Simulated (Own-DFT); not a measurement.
Simulation results for Si$_{3}$N$_{4}$ (beta silicon nitride, strained, atoms displaced), GaP (zincblende, atoms displaced), SiC (4H silicon carbide, atoms displaced)

A calculation, not a measurement: plane-wave PBE density functional theory by an unreviewed code, no spin, of a simulated periodic cell, stress positive in tension, free energy of the whole cell less one offset for each atom, forces on such cells passed a denser k mesh, this cell's mesh not checked; offsets are fitted by least squares, one for each functional and potential file, so energies compare only between cells with the same atoms and settings and are not formation energies; the far tail of each file's local potential was reset to the Coulomb form; each entry is a single point on an unrelaxed cell, so the pressure reflects the starting lattice, mostly measured values (interpolated for alloys), from which strain is counted, and rises with the displacements; printed positions are rounded, which can move forces by about a meV/angstrom; the program, named Own-DFT, is a retired in-house code; no spin-orbit coupling. Program: Own-DFT development build.

Common to all runs: functional PBE; potential files PseudoDojo norm-conserving, scalar-relativistic, standard set; wave cutoff 42 hartree; occupations Fermi-Dirac; smearing width 0.1 eV; k mesh 3 x 3 x 3 centred on Gamma.

(1) Si$_{3}$N$_{4}$ (beta silicon nitride, strained, atoms displaced)

```
Si3N4
1.0
      7.5001     0.0568    -0.0834
     -3.7009     6.5561    -0.0797
     -0.0957    -0.1609     8.6310
Si N Si N Si N
6 8 6 8 6 8
Direct
  0.16125 0.77495 0.08098
  0.23436 0.40609 0.08313
  0.59514 0.82829 0.08245
  0.83014 0.23806 0.24224
  0.76201 0.59303 0.24323
  0.40889 0.16961 0.25720
  0.32461 0.02152 0.08890
  0.96203 0.30086 0.07970
  0.69817 0.66080 0.08591
  0.67781 0.96977 0.24240
  0.04080 0.71085 0.23647
  0.30574 0.32645 0.25224
  0.33531 0.67341 0.08819
  0.65859 0.32717 0.24337
  0.17525 0.76703 0.41703
  0.23587 0.40062 0.41653
  0.59695 0.83078 0.42023
  0.82858 0.22059 0.59095
  0.76458 0.59211 0.57539
  0.38298 0.16194 0.58200
  0.34138 0.03807 0.40370
  0.96873 0.30968 0.41780
  0.69633 0.67708 0.41804
  0.66374 0.96824 0.58781
  0.03456 0.69425 0.57618
  0.31088 0.33481 0.58360
  0.33170 0.66813 0.42067
  0.66248 0.32456 0.58095
  0.17461 0.76562 0.75495
  0.23299 0.40538 0.74687
  0.59047 0.81744 0.75282
  0.81939 0.23069 0.92726
  0.78191 0.59803 0.92018
  0.41750 0.17505 0.91040
  0.32733 0.03825 0.74760
  0.96154 0.29732 0.74629
  0.70169 0.67304 0.73889
  0.66945 0.98253 0.91025
  0.03247 0.69866 0.93181
  0.30316 0.33728 0.91512
  0.32990 0.66285 0.74815
  0.64943 0.33165 0.91745
```

It finds free energy of cell above offsets -0.859 eV; pressure 16.4 GPa; stress xx -15.37 GPa; stress yy -11.63 GPa; stress zz -22.2 GPa; stress yz -6.79 GPa; stress xz -5.35 GPa; stress xy 1.1 GPa.

Force:
```tsv
element	x (eV/Å)	y (eV/Å)	z (eV/Å)
Si	7.418	2.238	4.49
Si	-0.222	1.336	0.413
Si	-0.796	-1.091	-1.617
Si	-0.816	-1.424	2.765
Si	2.383	-0.853	3.528
Si	-0.14	1.712	-5.13
N	0.316	3.103	-2.728
N	3.589	1.825	2.453
N	-2.217	2.067	-3.615
N	0.145	1.682	2.917
N	-4.12	-2.64	5.404
N	-1.552	0.823	-0.779
N	-0.215	-1.297	-0.595
N	1.506	2.167	0.074
Si	-0.093	0.851	-2.206
Si	-2.155	1.746	-0.26
Si	-2.115	0.46	-2.049
Si	-3.79	0.728	-4.93
Si	1.607	-2.209	0.371
Si	5	1.373	-1.239
N	-1.059	-4.934	6.02
N	1.384	-0.663	0.197
N	2.285	-1.462	-2.004
N	0.219	-0.617	0.562
N	-1.682	0.342	1.759
N	-2.243	0.758	0.018
N	2.044	-0.703	-0.207
N	-0.902	0.539	0.108
Si	-0.879	0.742	-0.995
Si	-1.38	-0.469	1.081
Si	-0.884	1.7	-1.431
Si	-1.424	0.979	-5.578
Si	-3.75	-1.584	-1.757
Si	-5.255	-2.11	3.785
N	-0.456	-4.19	-0.32
N	3.186	1.807	5.262
N	1.769	-0.683	3.166
N	0.096	-3.582	1.773
N	-2.289	-1.665	-9.238
N	0.7	-1.129	0.051
N	0.519	0.441	0.5
N	6.269	3.886	-0.023
```

(2) GaP (zincblende, atoms displaced)

```
GaP
1.0
     10.9010     0.0000     0.0000
      0.0000    10.9010     0.0000
      0.0000     0.0000    10.9010
Ga P Ga P Ga P Ga P Ga P Ga P Ga P Ga P
4 4 4 4 4 4 4 4 4 4 4 4 4 4 4 4
Direct
  0.00168 0.99951 0.99344
  0.00639 0.24392 0.24785
  0.22113 0.00119 0.25243
  0.24665 0.27443 0.02026
  0.12518 0.12256 0.13031
  0.10563 0.36439 0.35762
  0.36708 0.14068 0.37276
  0.38261 0.36512 0.11112
  0.99372 0.01366 0.49262
  0.00616 0.25840 0.73972
  0.25200 0.99666 0.76155
  0.24290 0.26735 0.49616
  0.12971 0.12360 0.61064
  0.12127 0.35028 0.87836
  0.38110 0.12246 0.87016
  0.36851 0.37429 0.63045
  0.00017 0.50356 0.01048
  0.99231 0.75099 0.23946
  0.26021 0.50526 0.24731
  0.25359 0.74689 0.01310
  0.13097 0.61709 0.11462
  0.11695 0.86831 0.39448
  0.36399 0.61480 0.38146
  0.37973 0.88399 0.12162
  0.00841 0.48825 0.48381
  0.99380 0.73419 0.74079
  0.23368 0.48545 0.74174
  0.24332 0.75598 0.49790
  0.13796 0.62874 0.62233
  0.11597 0.89300 0.86936
  0.36861 0.63288 0.88653
  0.38445 0.87481 0.62536
  0.49240 0.99192 0.99527
  0.50512 0.23814 0.25145
  0.74153 0.02404 0.25000
  0.74253 0.24580 0.00016
  0.62557 0.12136 0.11906
  0.61680 0.37289 0.37913
  0.87948 0.12247 0.37055
  0.87654 0.36217 0.13138
  0.50823 0.99915 0.50921
  0.50677 0.24197 0.76698
  0.74704 0.99313 0.74271
  0.74064 0.24134 0.51628
  0.62592 0.12935 0.64226
  0.63538 0.38025 0.89427
  0.87980 0.11379 0.88405
  0.88272 0.39246 0.61798
  0.51352 0.49540 0.00425
  0.50938 0.74110 0.25484
  0.74801 0.50486 0.26931
  0.74963 0.74094 0.99613
  0.63143 0.61339 0.12507
  0.63557 0.88704 0.37078
  0.88918 0.61388 0.36829
  0.88167 0.86693 0.13471
  0.50019 0.48199 0.50150
  0.50005 0.74824 0.75155
  0.73070 0.50752 0.75431
  0.74163 0.74034 0.48830
  0.61930 0.62451 0.62451
  0.63493 0.86194 0.89012
  0.87150 0.63312 0.85882
  0.86996 0.87720 0.61959
```

It was run with hardware one NVIDIA H100.

The calculation gives: free energy of cell above offsets -25.212 eV; pressure 5.02 GPa; stress xx -5.31 GPa; stress yy -4.68 GPa; stress zz -5.06 GPa; stress yz 0.89 GPa; stress xz -0.61 GPa; stress xy 0.23 GPa; wall time 584 s.

Force:
```tsv
element	x (eV/Å)	y (eV/Å)	z (eV/Å)
Ga	-0.218	-0.213	2.35
Ga	-2.23	-1.632	-1.412
Ga	2.728	-1.347	1.533
Ga	-1.822	-3.738	-2.049
P	-0.61	0.904	-2.133
P	4.001	2.231	1.365
P	0.026	-1.788	0.617
P	2.622	2.447	3.337
Ga	0.405	-1.645	1.516
Ga	-1.195	-1.804	-0.601
Ga	0.488	0.635	-1.955
Ga	0.025	-0.724	-0.314
P	0.118	0.407	1.202
P	-0.068	2.742	0.212
P	-1.196	0.15	1.699
P	1.123	-0.736	0.223
Ga	-1.313	-1.471	-1.76
Ga	2.515	-1.852	1.894
Ga	-1.056	-1.733	-1.04
Ga	-0.195	1.894	-0.928
P	-0.151	0.973	1.88
P	-1.168	0.952	-2.622
P	1.712	1.219	0.485
P	-1.483	-1.379	2.358
Ga	0.189	1.413	1.211
Ga	1.243	2.524	-0.993
Ga	0.685	0.759	1.916
Ga	2.273	-0.464	0.841
P	-1.626	-1.076	-0.19
P	0.662	-3.439	-0.071
P	0.97	-1.85	-1.483
P	-1.078	-0.073	0.198
Ga	1.307	0.534	-0.714
Ga	-0.442	0.601	-0.491
Ga	1.64	-1.977	0.017
Ga	2.357	-0.697	0.428
P	-1.426	0.269	-0.619
P	1.359	-1.169	-0.538
P	-1.506	1.685	-0.004
P	-0.841	1.24	-0.263
Ga	-0.629	0.874	-0.909
Ga	-0.258	1.965	-0.367
Ga	0.74	-0.393	1.929
Ga	1.739	1.393	-1.345
P	-0.399	-0.9	-0.691
P	-0.593	-0.695	-2.615
P	-1.773	1.896	-2.081
P	-1.589	-1.255	1.196
Ga	-2.35	1.18	-0.158
Ga	-0.821	0.776	-0.287
Ga	0.129	-1.501	-1.327
Ga	1.662	-0.377	1.655
P	0.343	0.83	0.986
P	-1.097	-1.002	0.288
P	-0.836	1.608	0.706
P	-2.42	2.559	-2.422
Ga	-1.203	1.557	0.961
Ga	-0.17	0.006	0.949
Ga	1.766	-0.546	-0.461
Ga	1.402	0.533	0.402
P	-0.644	-0.225	-0.907
P	-1.785	1.88	-2.189
P	-0.438	-2.05	2.302
P	0.402	-0.884	-0.715
```

(3) SiC (4H silicon carbide, atoms displaced)

```
SiC
1.0
     12.3308     0.0000     0.0000
     -6.1654    10.6788     0.0000
      0.0000     0.0000    10.0681
Si C Si C Si C Si C Si C Si C Si C Si C Si C Si C Si C Si C Si C Si C Si C Si C Si C Si C Si C Si C Si C Si C Si C Si C Si C Si C Si C Si C Si C Si C Si C Si C
2 2 2 2 2 2 2 2 2 2 2 2 2 2 2 2 2 2 2 2 2 2 2 2 2 2 2 2 2 2 2 2 2 2 2 2 2 2 2 2 2 2 2 2 2 2 2 2 2 2 2 2 2 2 2 2 2 2 2 2 2 2 2 2
Direct
  0.99371 0.99752 0.40542
  0.08259 0.16712 0.15757
  0.99936 0.99823 0.09746
  0.08413 0.16439 0.34589
  0.99893 0.25095 0.41156
  0.07933 0.41415 0.15538
  0.00100 0.25125 0.09044
  0.08104 0.41257 0.34117
  0.00089 0.50040 0.40420
  0.08497 0.66573 0.15925
  0.99541 0.49866 0.09909
  0.08649 0.66883 0.34132
  0.00009 0.74915 0.40732
  0.08253 0.91574 0.15759
  0.99440 0.74542 0.09235
  0.08251 0.91758 0.34558
  0.25644 0.00262 0.40632
  0.33111 0.16363 0.15294
  0.25037 0.00218 0.09267
  0.33407 0.16863 0.34685
  0.24879 0.24266 0.40749
  0.32932 0.41455 0.15595
  0.25041 0.24662 0.09077
  0.33279 0.41684 0.34382
  0.24962 0.49804 0.40438
  0.33657 0.67159 0.15656
  0.24543 0.49790 0.09670
  0.33388 0.66710 0.34312
  0.24937 0.74963 0.40250
  0.33536 0.91669 0.15139
  0.25235 0.74900 0.09690
  0.33241 0.92303 0.34388
  0.49910 0.99394 0.40641
  0.58441 0.16899 0.15247
  0.49768 0.99577 0.09602
  0.58000 0.16872 0.34014
  0.50505 0.25783 0.40926
  0.58142 0.41463 0.15943
  0.50229 0.24606 0.09679
  0.58433 0.41109 0.35022
  0.49739 0.50253 0.40725
  0.58477 0.66993 0.15227
  0.49953 0.49554 0.09664
  0.58542 0.66472 0.33955
  0.50306 0.75549 0.41007
  0.58626 0.91769 0.15130
  0.49938 0.74573 0.09637
  0.58498 0.91553 0.34199
  0.74858 0.99658 0.40832
  0.83617 0.16695 0.15556
  0.75001 0.00237 0.09574
  0.83299 0.16693 0.34528
  0.75012 0.24886 0.40389
  0.83748 0.42479 0.15875
  0.75017 0.25051 0.09535
  0.82931 0.41340 0.35077
  0.74969 0.50256 0.40158
  0.83420 0.66484 0.15580
  0.74871 0.49595 0.09583
  0.83237 0.66757 0.34125
  0.74694 0.74886 0.40804
  0.83220 0.91696 0.15521
  0.75346 0.75118 0.09521
  0.83437 0.92039 0.34352
  0.99845 0.00180 0.90409
  0.91893 0.83372 0.65886
  0.00192 0.00336 0.59356
  0.91301 0.83274 0.84432
  0.00461 0.75224 0.90744
  0.91838 0.58478 0.65647
  0.00325 0.75038 0.59239
  0.91697 0.58462 0.84196
  0.00079 0.49770 0.91014
  0.92191 0.33228 0.65966
  0.00100 0.49599 0.59713
  0.91837 0.33252 0.83895
  0.99636 0.25000 0.90052
  0.91749 0.08346 0.65518
  0.99976 0.25289 0.59504
  0.91494 0.08545 0.83942
  0.74782 0.00025 0.90676
  0.66415 0.83331 0.65701
  0.74911 0.00177 0.59378
  0.66433 0.83382 0.84799
  0.74762 0.75088 0.90934
  0.66770 0.58044 0.65443
  0.74757 0.74963 0.59456
  0.66733 0.58383 0.84344
  0.75122 0.49955 0.90740
  0.66852 0.33904 0.65748
  0.74735 0.49867 0.59362
  0.67455 0.33395 0.84793
  0.75165 0.25205 0.90453
  0.66966 0.08437 0.65979
  0.75006 0.25080 0.59617
  0.66497 0.08595 0.83883
  0.49979 0.99786 0.90820
  0.42031 0.83999 0.65355
  0.50109 0.99827 0.59235
  0.41713 0.83650 0.84422
  0.49915 0.74930 0.90435
  0.41558 0.58570 0.65258
  0.50068 0.75260 0.59332
  0.41209 0.58224 0.84290
  0.50234 0.49848 0.90933
  0.41582 0.33517 0.65694
  0.50372 0.50429 0.59553
  0.41778 0.32978 0.84120
  0.49720 0.25454 0.90763
  0.41834 0.08346 0.65342
  0.50183 0.25110 0.59598
  0.41951 0.08227 0.84392
  0.24787 0.99788 0.90702
  0.16835 0.83415 0.65148
  0.24900 0.00041 0.59233
  0.16549 0.83560 0.84114
  0.25259 0.75273 0.90483
  0.16478 0.58256 0.66003
  0.24996 0.75000 0.59481
  0.16648 0.58322 0.84244
  0.25423 0.50352 0.90787
  0.16302 0.33110 0.65845
  0.24572 0.49919 0.59219
  0.17077 0.33412 0.84197
  0.25252 0.25183 0.90346
  0.17089 0.08369 0.65368
  0.24967 0.25148 0.59419
  0.16508 0.08228 0.84795
```

Settings of this run: hardware one NVIDIA H200.

Results for SiC (4H silicon carbide, atoms displaced): free energy of cell above offsets -19.131 eV; pressure 3.68 GPa; stress xx -3.8 GPa; stress yy -3.01 GPa; stress zz -4.23 GPa; stress yz 0.32 GPa; stress xz 0.15 GPa; stress xy 0.28 GPa; wall time 560.2 s.

Force:
```tsv
element	x (eV/Å)	y (eV/Å)	z (eV/Å)
Si	1.693	0.673	0.3
Si	0.441	-0.263	-0.245
C	-0.541	0.528	-1
C	-0.99	0.441	0.035
Si	0.483	-0.559	-1.234
Si	0.26	0.133	0.254
C	-0.091	-0.54	-0.215
C	-0.066	0.741	0.501
Si	-0.036	-0.536	0.807
Si	-0.587	0.364	-1.045
C	1.609	0.723	-1.047
C	-0.721	-0.712	0.899
Si	-0.185	0.546	-0.714
Si	0.004	-0.238	0.095
C	1.777	0.98	0.373
C	0.465	-0.247	0.091
Si	-2.353	0.392	0.03
Si	0.657	0.901	1.229
C	0.258	-1.515	0.019
C	0.954	-0.23	-0.749
Si	-0.893	1.638	-0.055
Si	0.559	-0.111	0.156
C	-0.662	0.751	0.276
C	0.155	-0.769	0.201
Si	-0.618	0.228	0.096
Si	0.235	-1.749	0.468
C	0.501	0.882	-0.605
C	0.214	0.307	0.463
Si	0.402	0.745	0.816
Si	-1.12	0.216	1.281
C	-0.932	0.429	-1.117
C	2.058	-2.101	-0.703
Si	-0.629	1.99	-0.758
Si	0.9	-1.077	1.111
C	0.82	0.996	-0.789
C	1.133	-0.81	0.875
Si	-0.11	-3.179	0.185
Si	0.696	-0.6	0.369
C	-2.168	1.112	-1.122
C	-1.541	3.136	-1.507
Si	1.128	-0.78	-0.248
Si	0.997	-1.413	0.819
C	-0.687	0.868	-0.433
C	-1.108	0.734	0.789
Si	0.199	-1.614	-1.422
Si	-0.629	-0.679	1.103
C	-0.381	1.384	-1.358
C	-0.214	0.223	-0.141
Si	-0.278	1.282	-0.407
Si	-0.841	0.661	0.499
C	0.586	-0.361	-0.931
C	0.532	-0.528	-0.073
Si	-0.979	-0.527	0.896
Si	-0.753	-2.773	0.826
C	0.752	0.469	-0.554
C	0.729	1.627	-1.264
Si	0.438	-0.585	1.244
Si	-0.859	-0.211	-0.074
C	-0.799	1.127	-0.194
C	0.389	0.106	0.727
Si	0.569	0.51	-0.494
Si	0.469	0.158	0.367
C	-0.774	-0.251	-0.261
C	-0.678	-1.531	-0.002
Si	0.147	-0.342	0.6
Si	-0.677	0.143	-0.666
C	0.177	-0.756	0.007
C	0.71	0.232	0.376
Si	-1.436	-0.656	-0.543
Si	0.073	-0.85	-0.242
C	-0.702	-0.171	0.194
C	0.589	-0.065	0.963
Si	-0.694	0.619	-0.854
Si	-2.374	0.315	-1.361
C	-0.732	1.039	-0.855
C	-0.508	0.527	1.803
Si	1.702	0.106	0.861
Si	-0.355	0.068	-0.346
C	0.948	-1.238	0.045
C	0.082	-0.588	0.943
Si	-0.058	0.629	-0.379
Si	0.753	0.322	0.266
C	0.702	-0.652	0.241
C	0.229	-0.012	-0.562
Si	0.702	-0.298	-0.602
Si	-0.578	1.122	0.606
C	0.638	0.112	0.111
C	-0.028	-0.213	0.468
Si	0.062	0.274	-0.091
Si	0.873	-1.619	0.353
C	0.937	1.188	-0.649
C	-2.664	0.709	-0.775
Si	0.706	-0.74	0.758
Si	-0.922	0.553	-1.581
C	0.392	0.095	-0.345
C	0.723	-0.664	2.159
Si	-0.219	1.066	-0.299
Si	-0.5	-1.705	0.723
C	-0.002	1.159	-0.175
C	0.59	-0.756	-0.321
Si	-0.519	-0.191	0.455
Si	-0.081	-0.669	0.501
C	-0.228	-0.044	0.403
C	1.812	0.545	0.03
Si	-0.711	0.143	-0.716
Si	0.504	-0.122	-0.759
C	-0.945	-0.637	-0.32
C	-1.275	1.518	0.418
Si	3.002	-1.789	0.134
Si	-0.048	0.073	0.688
C	-0.473	0.256	0.003
C	-1.05	0.364	0.179
Si	0.436	0.986	-0.531
Si	-0.002	0.082	0.647
C	1.11	-0.032	-0.03
C	0.916	-0.414	0.314
Si	-0.641	-0.528	0.044
Si	0.303	0.265	-1.11
C	0.338	0.105	-0.53
C	0.169	0.254	1.477
Si	-1.283	-1.144	0.014
Si	0.859	0.832	-0.676
C	0.776	0.053	0.109
C	-1.059	0.143	0.736
Si	-0.328	-0.862	0.328
Si	-1.236	0.279	0.927
C	0.228	-0.247	0.092
C	0.308	0.312	-1.099
```
